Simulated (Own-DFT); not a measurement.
# Which defects push the lattice out? 2H SiC

Source: density functional calculations with Own-DFT, an unreviewed in-house program that is no longer used. Nothing was measured or relaxed, and spin and spin-orbit coupling are left out.

Method: PBE; PseudoDojo norm-conserving scalar-relativistic files; cutoff 42 hartree; 4 x 4 x 3 k mesh centred on Gamma; Fermi-Dirac smearing of 0.1 eV.

Keep in mind (not all hold for every row): not probed for a lower state with spin; forces on such cells passed a denser k mesh, each cell not checked; stress not checked against mesh or cutoff.

All runs share one cell, with vectors in Å (9.248, 0.000, 0.000); (-4.624, 8.009, 0.000); (0.000, 0.000, 10.068) and a volume of 745.7 Å³. Atoms were moved at random from their sites; u is the rms move along one axis. The defect's site can differ from row to row.

| cell | formula | u (Å) | P (GPa) |
|---|---|---|---|
| no defect | C36Si36 | 0.0291 | 3.75 |
| no defect | C36Si36 | 0.0588 | 5.79 |
| no defect | C36Si36 | 0.0626 | 6.75 |
| two N on a C site each | C34N2Si36 | 0.0287 | 2.94 |
| two N on a C site each | C34N2Si36 | 0.0316 | 3.16 |
| two N on a C site each | C34N2Si36 | 0.0513 | 4.37 |
| one C on a Si site | C37Si35 | 0.0275 | 1.62 |
| one C on a Si site | C37Si35 | 0.0484 | 3.42 |
| one C on a Si site | C37Si35 | 0.0515 | 2.85 |
| one Al on a Si site and one N on a C site | AlC35NSi35 | 0.0278 | 3.94 |
| one Al on a Si site and one N on a C site | AlC35NSi35 | 0.0295 | 4.06 |
| one Al on a Si site and one N on a C site | AlC35NSi35 | 0.0472 | ? |
| one Al on a Si site and one N on a C site | AlC35NSi35 | 0.0539 | 5.51 |
| two Al on a Si site each | Al2C36Si34 | 0.0316 | 6.05 |
| two Al on a Si site each | Al2C36Si34 | 0.0319 | 5.95 |
| two Al on a Si site each | Al2C36Si34 | 0.0490 | 7.06 |

## What the rows give

P = P0 + c u² + a shift for each defect gives P0 = 3.18 GPa, c = 821 ± 68 GPa/Å² and a scatter of 0.25 GPa. The shifts, and each times the cell's volume:

- two Al on a Si site each: 1.97 ± 0.22 GPa, 9.2 eV (4.6 eV for each of its 2 sites)
- one Al on a Si site and one N on a C site: 0.08 ± 0.22 GPa, 0.4 eV (not resolved)
- two N on a C site each: -0.91 ± 0.22 GPa, -4.2 eV (-2.1 eV for each of its 2 sites)
- one C on a Si site: -2.12 ± 0.21 GPa, -9.9 eV

A positive shift means that the defect pushes the cell outwards. Shift times volume (160.2 GPa Å³ is 1 eV) depends little on the cell's size, so, taken for each site, it can be compared between cells at like pressure. The atoms around the defects weren't relaxed, which would change these numbers.

## Check

The question: what pressure belongs in the blank (one Al on a Si site and one N on a C site, u = 0.0472 Å)?

From the fit: 5.09 ± 0.30 GPa. The run itself gave 5.34 GPa.
